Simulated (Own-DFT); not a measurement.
AlGa3N4 (wurtzite random alloy, atoms displaced) (calculated)

Computed with Own-DFT development build. A calculation, not a measurement: plane-wave density functional theory by an unreviewed code, no spin, of a simulated periodic cell, stress positive in tension, run twice, with PBE and with PBEsol, both on files made for PBE, so the change isn't that of files made for PBEsol, forces on such cells passed a denser k mesh, this cell's mesh not checked; the far tail of each file's local potential was reset to the Coulomb form; each entry is a single point on an unrelaxed cell, so the pressure reflects the starting lattice, mostly measured values (interpolated for alloys), from which strain is counted, and rises with the displacements; printed positions are rounded, which can move forces by about a meV/angstrom; the program, named Own-DFT, is a retired in-house code; no spin-orbit coupling; stress was not checked against mesh or cutoff.

```yaml
- formula: AlGa3N4
  kind: "wurtzite random alloy, atoms displaced"
  structure:
    cell_angstrom: [[9.5092, 0.0, 0.0], [-4.7546, 8.2353, 0.0], [0.0, 0.0, 10.2685]]
    atoms_fractional:
      - [Al, 0.10965, 0.21949, 0.98361]
      - [Ga, 0.22031, 0.11284, 0.24551]
      - ["N", 0.10909, 0.23289, 0.20126]
      - ["N", 0.22841, 0.11521, 0.43815]
      - [Ga, 0.11199, 0.22711, 0.49986]
      - [Ga, 0.2349, 0.12125, 0.76294]
      - ["N", 0.1154, 0.23109, 0.69715]
      - ["N", 0.22604, 0.11813, 0.92796]
      - [Ga, 0.11718, 0.549, 0.98658]
      - [Al, 0.22323, 0.44111, 0.25281]
      - ["N", 0.10472, 0.53796, 0.1907]
      - ["N", 0.21438, 0.43396, 0.43955]
      - [Ga, 0.12498, 0.54271, 0.51263]
      - [Ga, 0.22363, 0.44926, 0.73938]
      - ["N", 0.0943, 0.53823, 0.68967]
      - ["N", 0.21873, 0.43871, 0.94467]
      - [Ga, 0.13229, 0.91699, 0.99663]
      - [Al, 0.20773, 0.77147, 0.25157]
      - ["N", 0.11071, 0.87822, 0.18794]
      - ["N", 0.22331, 0.78711, 0.44552]
      - [Ga, 0.11451, 0.89532, 0.49634]
      - [Al, 0.23237, 0.79621, 0.74472]
      - ["N", 0.10119, 0.87941, 0.69523]
      - ["N", 0.22094, 0.7914, 0.95177]
      - [Al, 0.44966, 0.22139, 0.99181]
      - [Ga, 0.5684, 0.12925, 0.24394]
      - ["N", 0.45263, 0.2391, 0.18012]
      - ["N", 0.55634, 0.12274, 0.43628]
      - [Ga, 0.43615, 0.21811, 0.50088]
      - [Ga, 0.5708, 0.11617, 0.74097]
      - ["N", 0.43692, 0.21246, 0.68667]
      - ["N", 0.55791, 0.13332, 0.92724]
      - [Ga, 0.42333, 0.54463, 0.00269]
      - [Ga, 0.55635, 0.45301, 0.25062]
      - ["N", 0.43743, 0.5371, 0.19081]
      - ["N", 0.54736, 0.43726, 0.44783]
      - [Ga, 0.43444, 0.55177, 0.51404]
      - [Ga, 0.55503, 0.45417, 0.75862]
      - ["N", 0.44355, 0.55093, 0.70359]
      - ["N", 0.55764, 0.43396, 0.93218]
      - [Ga, 0.4431, 0.88887, 0.98936]
      - [Ga, 0.5514, 0.76943, 0.25218]
      - ["N", 0.44247, 0.88368, 0.18242]
      - ["N", 0.56184, 0.78089, 0.41483]
      - [Ga, 0.44137, 0.8902, 0.51218]
      - [Ga, 0.56143, 0.76765, 0.74715]
      - ["N", 0.42805, 0.88576, 0.68763]
      - ["N", 0.55617, 0.78478, 0.94594]
      - [Al, 0.76923, 0.22282, 0.00119]
      - [Ga, 0.89131, 0.11683, 0.24666]
      - ["N", 0.78545, 0.22971, 0.19679]
      - ["N", 0.88877, 0.11247, 0.43874]
      - [Al, 0.77003, 0.23711, 0.495]
      - [Al, 0.88461, 0.09787, 0.74879]
      - ["N", 0.78114, 0.22583, 0.68201]
      - ["N", 0.88457, 0.12235, 0.93192]
      - [Ga, 0.77852, 0.55347, 0.00592]
      - [Ga, 0.90523, 0.4666, 0.25674]
      - ["N", 0.79077, 0.56117, 0.19551]
      - ["N", 0.8975, 0.45736, 0.44242]
      - [Ga, 0.79111, 0.55741, 0.49863]
      - [Ga, 0.89068, 0.44665, 0.75893]
      - ["N", 0.77318, 0.56718, 0.67527]
      - ["N", 0.89109, 0.44602, 0.93286]
      - [Ga, 0.77365, 0.87702, 0.99027]
      - [Al, 0.91298, 0.79386, 0.25998]
      - ["N", 0.78864, 0.8755, 0.1963]
      - ["N", 0.89328, 0.7901, 0.4274]
      - [Ga, 0.77206, 0.88422, 0.5005]
      - [Ga, 0.88895, 0.77386, 0.76277]
      - ["N", 0.78138, 0.87744, 0.6959]
      - ["N", 0.87861, 0.76623, 0.94546]
  settings:
    functional: "PBE, then PBEsol"
    potential_files: "PseudoDojo norm-conserving, scalar-relativistic, standard set"
    "wave_cutoff [hartree]": 42.0
    occupations: Fermi-Dirac
    "smearing_width [eV]": 0.1
    k_mesh: "4 x 4 x 3 centred on Gamma"
  results:
    "PBE_pressure [GPa]": 10.41
    "PBE_stress_xx [GPa]": -12.9
    "PBE_stress_yy [GPa]": -6.39
    "PBE_stress_zz [GPa]": -11.95
    "PBE_stress_yz [GPa]": 0.4
    "PBE_stress_xz [GPa]": 1.12
    "PBE_stress_xy [GPa]": 0.64
    "PBEsol_pressure [GPa]": 5.52
    "PBEsol_stress_xx [GPa]": -7.93
    "PBEsol_stress_yy [GPa]": -1.62
    "PBEsol_stress_zz [GPa]": -7.0
    "PBEsol_stress_yz [GPa]": 0.38
    "PBEsol_stress_xz [GPa]": 1.1
    "PBEsol_stress_xy [GPa]": 0.61
    force_element: [Al, Ga, "N", "N", Ga, Ga, "N", "N", Ga, Al, "N", "N", Ga, Ga, "N", "N", Ga, Al, "N", "N", Ga, Al, "N", "N", Al, Ga, "N", "N", Ga, Ga, "N", "N", Ga, Ga, "N", "N", Ga, Ga, "N", "N", Ga, Ga, "N", "N", Ga, Ga, "N", "N", Al, Ga, "N", "N", Al, Al, "N", "N", Ga, Ga, "N", "N", Ga, Ga, "N", "N", Ga, Al, "N", "N", Ga, Ga, "N", "N"]
    "PBE_force_x [eV/angstrom]": [-1.476, 0.611, 1.857, -1.86, 0.009, -1.041, -0.274, -0.349, -2.848, -0.459, 2.193, 1.841, -3.95, -0.891, 1.901, 0.041, -1.764, 3.458, 0.002, 1.154, -1.167, -3.273, 1.068, 1.304, -1.568, -1.227, -0.167, 0.928, 0.951, -2.047, 1.107, 2.436, 3.544, 2.567, -2.535, 0.114, 2.094, 3.078, -1.592, -1.219, -0.293, 0.269, -0.887, -1.233, 0.703, -1.476, 3.963, 0.006, 0.828, -0.168, -0.408, -1.265, 2.007, -0.375, 1.464, 1.009, 0.15, -0.689, -1.73, 1.972, -2.937, -2.289, 0.655, -0.036, -0.226, -2.178, -1.673, 0.662, 0.6, 1.03, -1.693, 1.685]
    "PBE_force_y [eV/angstrom]": [0.065, 0.479, -1.33, -0.468, -3.12, -1.261, -2.278, 1.92, 1.792, 0.775, 2.879, 1.874, 2.303, -0.749, 3.341, -1.397, -3.764, -0.193, 2.286, -2.031, -0.182, -2.778, 1.568, -2.043, 1.455, -2.18, -1.992, -0.947, 0.747, 0.05, 1.407, -2.283, 1.572, -0.527, 1.875, 1.851, 0.31, -2.09, 0.874, 1.002, 1.59, 0.689, 0.436, -0.584, 0.831, 1.86, 0.57, -2.228, 0.601, -2.187, 0.732, 0.57, -0.995, 2.056, -0.498, -0.95, -0.634, -2.565, 1.014, -1.685, 1.431, -0.714, -1.255, -0.708, 1.891, -1.95, 1.476, -0.928, 0.861, -0.956, 1.864, 1.553]
    "PBE_force_z [eV/angstrom]": [1.83, 0.471, -2.934, -0.702, 0.739, -6.589, -0.519, 5.832, 2.368, -0.083, -0.664, -1.061, -1.696, 2.395, 1.054, -2.313, 1.758, -0.111, -0.488, -1.383, 1.484, 1.958, -0.396, -3.378, 1.534, 0.585, -0.908, 0.383, 0.354, 0.394, 0.486, 0.745, 0.774, 1.616, -0.731, -0.837, -2.47, -2.477, -1.964, 2.661, 1.972, -6.483, 0.648, 9.389, -4.356, 1.654, 1.432, -2.03, 0.281, 0.782, -2.424, 1.083, -0.004, -0.679, -0.472, 0.405, 0.758, 0.113, -0.265, 0.011, -0.777, -2.746, 3.152, 2.871, 3.033, -3.035, -1.729, 3.33, -0.967, -1.089, -1.033, -0.544]
    "PBEsol_force_x [eV/angstrom]": [-1.466, 0.591, 1.806, -1.813, 0.016, -1.008, -0.155, -0.306, -2.789, -0.448, 1.986, 1.785, -3.883, -0.866, 1.887, 0.037, -1.692, 3.464, -0.002, 1.129, -1.137, -3.277, 0.887, 1.297, -1.619, -1.192, -0.154, 0.751, 0.926, -2.023, 1.072, 2.454, 3.451, 2.488, -2.325, 0.109, 2.063, 2.997, -1.563, -1.183, -0.286, 0.276, -0.764, -1.192, 0.646, -1.413, 4.109, 0.008, 0.821, -0.151, -0.405, -1.136, 2.005, -0.382, 1.314, 0.996, 0.152, -0.672, -1.68, 1.912, -2.863, -2.205, 0.646, -0.027, -0.23, -2.148, -1.808, 0.636, 0.614, 0.988, -1.67, 1.614]
    "PBEsol_force_y [eV/angstrom]": [0.028, 0.48, -1.512, -0.463, -3.031, -1.225, -2.134, 1.719, 1.736, 0.797, 2.775, 1.833, 2.221, -0.754, 3.171, -1.155, -3.703, -0.215, 2.444, -1.956, -0.179, -2.823, 1.602, -1.97, 1.414, -2.116, -1.934, -0.994, 0.727, 0.067, 1.366, -2.39, 1.542, -0.54, 1.907, 1.798, 0.266, -2.023, 0.861, 1.144, 1.523, 0.691, 0.465, -0.569, 0.82, 1.792, 0.702, -2.172, 0.589, -2.117, 0.698, 0.511, -0.982, 2.038, -0.442, -1.043, -0.596, -2.525, 0.879, -1.489, 1.401, -0.708, -1.224, -0.563, 1.811, -1.954, 1.519, -0.906, 0.834, -0.937, 1.65, 1.522]
    "PBEsol_force_z [eV/angstrom]": [1.843, 0.495, -2.842, -0.677, 0.706, -6.439, -0.548, 5.599, 2.325, -0.056, -0.708, -0.847, -1.639, 2.335, 0.987, -2.293, 1.718, -0.102, -0.625, -1.223, 1.453, 1.984, -0.429, -3.233, 1.537, 0.602, -0.737, 0.331, 0.338, 0.401, 0.472, 0.572, 0.762, 1.566, -0.773, -0.827, -2.416, -2.414, -1.948, 2.519, 1.958, -6.319, 0.585, 9.202, -4.249, 1.633, 1.26, -1.999, 0.295, 0.795, -2.247, 1.023, -0.01, -0.69, -0.343, 0.437, 0.724, 0.105, -0.301, -0.05, -0.731, -2.683, 3.099, 2.738, 2.967, -3.052, -1.746, 3.516, -0.976, -1.091, -1.052, -0.568]
    "rms_change_of_force_components_from_PBE_to_PBEsol [eV/angstrom]": 0.081
```
